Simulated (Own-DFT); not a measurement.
# Point defects and the pressure they add: zincblende GaAs

No measurement is shown. These are fixed-geometry runs of a retired plane-wave code named Own-DFT, which no person has reviewed; spin and spin-orbit coupling are neglected.

Common settings: PBE; PseudoDojo norm-conserving scalar-relativistic files; cutoff 42 hartree; 3 x 3 x 3 k mesh centred on Gamma; Fermi-Dirac smearing of 0.1 eV.

Keep in mind (not all hold for every row): not probed for a lower state with spin; forces not confirmed at this smearing and k mesh; stress not checked against mesh or cutoff.

All runs share one cell, with vectors in Å (11.737, 0.000, 0.000); (0.000, 11.737, 0.000); (0.000, 0.000, 10.919) and a volume of 1504.3 Å³, strained against the parent crystal. Atoms were moved at random from their sites; u is the rms move along one axis. The defect's site can differ from row to row.

| cell | formula | u (Å) | P (GPa) |
|---|---|---|---|
| no defect | As32Ga32 | 0.0297 | 0.73 |
| no defect | As32Ga32 | 0.0301 | 0.77 |
| no defect | As32Ga32 | 0.0491 | 1.01 |
| one As vacancy and one Ga vacancy | As31Ga31 | 0.0318 | 0.55 |
| one As vacancy and one Ga vacancy | As31Ga31 | 0.0488 | 0.83 |
| one As vacancy and one Ga vacancy | As31Ga31 | 0.0511 | 0.69 |
| one Al on a Ga site | AlAs32Ga31 | 0.0285 | ? |
| one Al on a Ga site | AlAs32Ga31 | 0.0294 | 0.71 |
| one Al on a Ga site | AlAs32Ga31 | 0.0506 | 1.12 |
| one Al on a Ga site | AlAs32Ga31 | 0.0566 | 1.21 |
| one P on an As site | As31Ga32P | 0.0292 | 0.50 |
| one P on an As site | As31Ga32P | 0.0460 | 0.76 |
| one P on an As site | As31Ga32P | 0.0473 | 0.76 |
| one In on a Ga site | As32Ga31In | 0.0273 | 1.28 |
| one In on a Ga site | As32Ga31In | 0.0311 | 1.43 |
| one In on a Ga site | As32Ga31In | 0.0473 | 1.66 |

## What the rows give

P = P0 + c u² + a shift for each defect gives P0 = 0.57 GPa, c = 194 ± 20 GPa/Å² and a scatter of 0.06 GPa. The shifts, and each times the cell's volume:

- one In on a Ga site: 0.64 ± 0.05 GPa, 6.0 eV
- one Al on a Ga site: 0.02 ± 0.05 GPa, 0.2 eV (not resolved)
- one P on an As site: -0.23 ± 0.05 GPa, -2.1 eV
- one As vacancy and one Ga vacancy: -0.26 ± 0.05 GPa, -2.5 eV

Positive is outwards. The product with the volume (160.2 GPa Å³ to the eV) is nearly free of the cell's size; divided by the bulk modulus at the cell's pressure it gives the volume that the defect adds. The atoms around the defects weren't relaxed, which would change these numbers.

## Prediction

Asked: what pressure belongs in the blank (one Al on a Ga site, u = 0.0285 Å)?

The fit gives 0.74 ± 0.07 GPa. The calculation gave 0.73 GPa.
